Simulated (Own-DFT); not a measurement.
# Computed records: HfO₂ (monoclinic hafnia, atoms displaced)

A calculation, not a measurement: plane-wave density functional theory by an unreviewed code, no spin, of a simulated periodic cell, stress positive in tension, run twice, with PBE and with PBEsol, both on files made for PBE, so the change isn't that of files made for PBEsol, hafnium file: forces about 75 meV/angstrom off all-electron values; oxygen file: force components 24 meV/angstrom off all-electron in one glass; forces on such cells passed a denser k mesh, this cell's mesh not checked; the far tail of each file's local potential was reset to the Coulomb form; each entry is a single point on an unrelaxed cell, so the pressure reflects the starting lattice, mostly measured values (interpolated for alloys), from which strain is counted, and rises with the displacements; printed positions are rounded, which can move forces by about a meV/angstrom; the program, named Own-DFT, is a retired in-house code; no spin-orbit coupling; stress was not checked against mesh or cutoff. Program: Own-DFT development build.

```json
{"formula": "HfO2", "kind": "monoclinic hafnia, atoms displaced", "structure": {"cell_angstrom": [[10.234, 0.0, 0.0], [0.0, 10.35, 0.0], [-1.6955, 0.0, 10.4453]], "atoms_fractional": [["Hf", 0.13543, 0.01598, 0.1162], ["Hf", 0.37178, 0.25732, 0.15479], ["Hf", 0.37127, 0.47963, 0.3916], ["Hf", 0.13143, 0.23935, 0.35654], ["O", 0.04396, 0.15787, 0.16481], ["O", 0.47477, 0.42452, 0.07677], ["O", 0.4578, 0.35453, 0.32988], ["O", 0.04289, 0.08135, 0.42597], ["O", 0.23993, 0.379, 0.22623], ["O", 0.274, 0.12177, 0.00969], ["O", 0.27776, 0.13208, 0.25047], ["O", 0.23765, 0.38639, 0.49573], ["Hf", 0.13708, 0.01849, 0.61648], ["Hf", 0.36964, 0.29408, 0.64915], ["Hf", 0.37008, 0.49064, 0.90595], ["Hf", 0.13505, 0.23556, 0.84719], ["O", 0.03214, 0.19196, 0.67312], ["O", 0.49515, 0.40949, 0.57858], ["O", 0.4525, 0.33737, 0.81304], ["O", 0.04456, 0.08941, 0.90206], ["O", 0.21906, 0.36755, 0.72726], ["O", 0.27996, 0.12409, 0.51335], ["O", 0.26298, 0.11419, 0.75771], ["O", 0.22603, 0.37575, 0.00117], ["Hf", 0.15489, 0.5177, 0.1117], ["Hf", 0.37578, 0.78541, 0.13999], ["Hf", 0.3504, 0.97045, 0.40184], ["Hf", 0.12642, 0.7432, 0.35103], ["O", 0.048, 0.65993, 0.18776], ["O", 0.45505, 0.91161, 0.07087], ["O", 0.47425, 0.83123, 0.34571], ["O", 0.02085, 0.5749, 0.42432], ["O", 0.22466, 0.86633, 0.22868], ["O", 0.30693, 0.62932, 0.02793], ["O", 0.29352, 0.61744, 0.26335], ["O", 0.22129, 0.87885, 0.4782], ["Hf", 0.15069, 0.51707, 0.60577], ["Hf", 0.36916, 0.75889, 0.66178], ["Hf", 0.36667, 0.98316, 0.86054], ["Hf", 0.15153, 0.73758, 0.86249], ["O", 0.02737, 0.66279, 0.67921], ["O", 0.45343, 0.92018, 0.5801], ["O", 0.47252, 0.83745, 0.83622], ["O", 0.03258, 0.58746, 0.91603], ["O", 0.22647, 0.89035, 0.7355], ["O", 0.26747, 0.63811, 0.50199], ["O", 0.28681, 0.6251, 0.77065], ["O", 0.20176, 0.8758, 0.97379], ["Hf", 0.61289, 0.03235, 0.10292], ["Hf", 0.86467, 0.25443, 0.14125], ["Hf", 0.87583, 0.48288, 0.39655], ["Hf", 0.63632, 0.22771, 0.35607], ["O", 0.52329, 0.15082, 0.17916], ["O", 0.95751, 0.42197, 0.07877], ["O", 0.97131, 0.31295, 0.3315], ["O", 0.52485, 0.06165, 0.42359], ["O", 0.73113, 0.37408, 0.23332], ["O", 0.7563, 0.10697, 0.00624], ["O", 0.77863, 0.12799, 0.27605], ["O", 0.70565, 0.35426, 0.47135], ["Hf", 0.6183, 0.03268, 0.60856], ["Hf", 0.87112, 0.25846, 0.65079], ["Hf", 0.85856, 0.47635, 0.88561], ["Hf", 0.63868, 0.21806, 0.86965], ["O", 0.53187, 0.17418, 0.6702], ["O", 0.97464, 0.40681, 0.54566], ["O", 0.96421, 0.32643, 0.82972], ["O", 0.53281, 0.10462, 0.91024], ["O", 0.71173, 0.3592, 0.75286], ["O", 0.77972, 0.12127, 0.51422], ["O", 0.75601, 0.12059, 0.76059], ["O", 0.7215, 0.3749, 0.98206], ["Hf", 0.64731, 0.51159, 0.10832], ["Hf", 0.86943, 0.76809, 0.14063], ["Hf", 0.86031, 0.99343, 0.40198], ["Hf", 0.63504, 0.74171, 0.35172], ["O", 0.56558, 0.66286, 0.16962], ["O", 0.9569, 0.90334, 0.06957], ["O", 0.96287, 0.82498, 0.32079], ["O", 0.51363, 0.59411, 0.40675], ["O", 0.72422, 0.87494, 0.22987], ["O", 0.78402, 0.62265, 0.00423], ["O", 0.75569, 0.60931, 0.25248], ["O", 0.72659, 0.86071, 0.47104], ["Hf", 0.63878, 0.51026, 0.59825], ["Hf", 0.86645, 0.77006, 0.65062], ["Hf", 0.87105, 0.98555, 0.89653], ["Hf", 0.62372, 0.72785, 0.82586], ["O", 0.55291, 0.6511, 0.66164], ["O", 0.96127, 0.89675, 0.5917], ["O", 0.96509, 0.83844, 0.83655], ["O", 0.54826, 0.58817, 0.94235], ["O", 0.72444, 0.86389, 0.74871], ["O", 0.74449, 0.61975, 0.50778], ["O", 0.78847, 0.61916, 0.76948], ["O", 0.73133, 0.89135, 0.98492]]}, "settings": {"functional": "PBE, then PBEsol", "potential_files": "PseudoDojo norm-conserving, scalar-relativistic, standard set", "wave_cutoff [hartree]": 72.0, "occupations": "Fermi-Dirac", "smearing_width [eV]": 0.1, "k_mesh": "2 x 2 x 2 centred on Gamma"}, "results": {"PBE_pressure [GPa]": 15.58, "PBE_stress_xx [GPa]": -18.35, "PBE_stress_yy [GPa]": -15.8, "PBE_stress_zz [GPa]": -12.59, "PBE_stress_yz [GPa]": -0.41, "PBE_stress_xz [GPa]": -1.03, "PBE_stress_xy [GPa]": 1.48, "PBEsol_pressure [GPa]": 9.09, "PBEsol_stress_xx [GPa]": -11.76, "PBEsol_stress_yy [GPa]": -9.31, "PBEsol_stress_zz [GPa]": -6.18, "PBEsol_stress_yz [GPa]": -0.38, "PBEsol_stress_xz [GPa]": -0.71, "PBEsol_stress_xy [GPa]": 1.46, "force_element": ["Hf", "Hf", "Hf", "Hf", "O", "O", "O", "O", "O", "O", "O", "O", "Hf", "Hf", "Hf", "Hf", "O", "O", "O", "O", "O", "O", "O", "O", "Hf", "Hf", "Hf", "Hf", "O", "O", "O", "O", "O", "O", "O", "O", "Hf", "Hf", "Hf", "Hf", "O", "O", "O", "O", "O", "O", "O", "O", "Hf", "Hf", "Hf", "Hf", "O", "O", "O", "O", "O", "O", "O", "O", "Hf", "Hf", "Hf", "Hf", "O", "O", "O", "O", "O", "O", "O", "O", "Hf", "Hf", "Hf", "Hf", "O", "O", "O", "O", "O", "O", "O", "O", "Hf", "Hf", "Hf", "Hf", "O", "O", "O", "O", "O", "O", "O", "O"], "PBE_force_x [eV/angstrom]": [2.791, -3.974, -4.197, 5.325, -2.89, -2.214, 6.104, -0.875, -2.473, 0.856, -0.819, -0.809, -0.502, 0.45, 1.599, 2.214, 4.956, -6.091, 0.988, -2.123, -1.092, -0.818, 0.534, 0.939, -1.382, -2.06, 1.724, 2.907, -0.835, 3.299, -3.464, 6.242, -0.091, -1.821, -1.656, -2.464, -3.192, -0.666, -2.463, -5.016, 2.654, -0.381, -0.928, 2.533, 1.01, -0.15, 0.079, 2.246, 6.069, -0.327, -7.536, -0.596, 0.171, 0.592, -3.394, 2.404, 0.425, 1.957, -0.159, 1.687, 1.78, -6.196, -0.493, 6.622, -1.137, -0.556, -0.54, -8.997, 2.1, -0.742, 2.329, 0.183, 2.065, -4.11, -0.309, 1.675, -5.851, 3.929, -2.107, 2.306, -0.142, 0.299, 4.834, 1.827, 5.544, -3.973, -1.822, 6.374, -5.278, 4.325, 1.293, -1.901, -0.002, 4.006, -0.908, -1.724], "PBE_force_y [eV/angstrom]": [-1.496, 4.386, 5.496, -2.003, 2.273, -3.036, -7.91, -0.582, -0.877, 0.139, -2.488, -1.215, 1.847, -3.531, -1.883, 1.301, -4.93, -2.662, 1.246, -1.807, 2.149, 0.917, 1.701, -0.679, 1.243, -8.049, 2.055, -4.016, -0.013, 5.331, 1.822, 5.1, 1.571, 0.811, 0.413, -0.746, 1.457, 0.207, 3.018, -3.399, -1.268, -1.767, -1.225, 0.516, -3.866, 0.317, 0.335, 1.521, -7.365, 3.707, -1.912, -0.14, 2.111, -1.701, 2.129, 3.173, -3.0, 3.848, -0.155, 2.077, -2.165, 3.707, 1.146, 9.912, -0.283, -2.175, 0.61, -8.362, 2.395, -0.091, -1.212, -2.438, 1.496, -2.868, -3.611, -5.349, 4.241, 3.302, 2.732, 0.453, 2.107, 0.974, 0.509, 3.244, -0.939, -4.013, -2.277, -2.04, 3.777, 5.997, -0.823, 0.698, 2.284, 1.143, -0.266, -2.307], "PBE_force_z [eV/angstrom]": [-3.836, -3.469, 0.792, 0.692, 1.077, 0.285, -2.868, 0.354, 2.443, -0.063, 2.237, -0.881, -3.931, -3.408, 2.39, 3.871, -1.632, -1.355, 3.811, 1.567, 0.879, 0.508, -1.031, -2.724, -0.64, 4.144, -1.891, 0.574, -1.657, -3.303, -2.253, 0.276, 0.914, -1.869, -0.983, 2.58, -1.173, -5.336, 5.973, -1.01, -0.576, 2.547, -1.927, 1.029, -0.152, 3.131, -1.174, 2.034, -1.624, -0.513, -3.948, 0.03, 2.428, 1.029, -1.668, -0.096, 0.726, 2.614, -1.865, 2.919, -0.888, -1.141, 2.721, -4.657, 0.298, 5.245, -0.487, 3.11, -2.663, 0.69, 0.01, 0.975, -0.707, -1.127, -0.779, -1.733, -0.756, 0.653, 1.237, 1.957, -0.078, 0.776, 3.267, 3.428, 0.891, 1.35, -0.905, 7.008, 0.792, -2.472, -1.2, -4.224, -2.448, -0.923, -1.927, -0.288], "PBEsol_force_x [eV/angstrom]": [2.776, -3.974, -4.101, 5.189, -2.819, -2.158, 5.958, -0.871, -2.347, 0.772, -0.836, -0.762, -0.412, 0.471, 1.596, 2.126, 4.848, -5.989, 0.944, -2.069, -1.015, -0.86, 0.454, 0.967, -1.292, -2.066, 1.699, 2.832, -0.802, 3.247, -3.37, 6.107, -0.054, -1.798, -1.652, -2.343, -3.109, -0.685, -2.472, -4.929, 2.578, -0.378, -0.925, 2.473, 1.057, -0.209, 0.048, 2.21, 5.969, -0.333, -7.343, -0.502, 0.166, 0.555, -3.303, 2.339, 0.463, 1.823, -0.201, 1.638, 1.686, -6.043, -0.526, 6.591, -1.088, -0.534, -0.515, -8.807, 2.093, -0.761, 2.203, 0.235, 2.028, -4.009, -0.36, 1.641, -5.691, 3.821, -2.015, 2.247, -0.101, 0.253, 4.641, 1.841, 5.412, -3.861, -1.815, 6.272, -5.141, 4.22, 1.252, -1.88, 0.049, 3.84, -0.926, -1.579], "PBEsol_force_y [eV/angstrom]": [-1.42, 4.309, 5.392, -2.029, 2.224, -2.895, -7.753, -0.558, -0.842, 0.134, -2.404, -1.159, 1.844, -3.398, -1.837, 1.212, -4.799, -2.614, 1.199, -1.756, 2.087, 0.84, 1.61, -0.623, 1.211, -7.895, 1.983, -3.951, 0.045, 5.242, 1.771, 4.948, 1.54, 0.779, 0.347, -0.697, 1.412, 0.238, 2.923, -3.351, -1.183, -1.693, -1.218, 0.517, -3.751, 0.289, 0.373, 1.47, -7.189, 3.706, -1.933, -0.149, 2.086, -1.675, 2.063, 3.07, -2.934, 3.753, -0.125, 2.006, -2.032, 3.621, 1.112, 9.712, -0.282, -2.08, 0.56, -8.241, 2.33, -0.097, -1.159, -2.375, 1.521, -2.738, -3.517, -5.272, 4.135, 3.235, 2.62, 0.417, 2.026, 0.905, 0.49, 3.155, -0.854, -3.896, -2.335, -2.021, 3.715, 5.867, -0.788, 0.637, 2.176, 1.115, -0.256, -2.197], "PBEsol_force_z [eV/angstrom]": [-3.779, -3.347, 0.757, 0.644, 1.11, 0.218, -2.846, 0.394, 2.364, -0.04, 2.131, -0.815, -3.858, -3.301, 2.417, 3.723, -1.502, -1.344, 3.651, 1.561, 0.807, 0.492, -1.014, -2.624, -0.607, 4.071, -1.772, 0.497, -1.566, -3.252, -2.242, 0.314, 0.902, -1.819, -0.961, 2.495, -1.217, -5.188, 5.848, -1.012, -0.518, 2.422, -1.981, 1.016, -0.134, 3.087, -1.143, 1.963, -1.651, -0.44, -3.819, 0.03, 2.402, 0.947, -1.668, 0.008, 0.696, 2.528, -1.779, 2.817, -0.905, -1.065, 2.701, -4.626, 0.343, 5.074, -0.551, 3.082, -2.577, 0.642, 0.022, 0.942, -0.711, -1.071, -0.736, -1.7, -0.695, 0.592, 1.139, 1.933, -0.059, 0.771, 3.159, 3.291, 0.867, 1.388, -0.859, 6.794, 0.852, -2.426, -1.202, -4.075, -2.35, -0.926, -1.851, -0.274], "rms_change_of_force_components_from_PBE_to_PBEsol [eV/angstrom]": 0.079}}
```
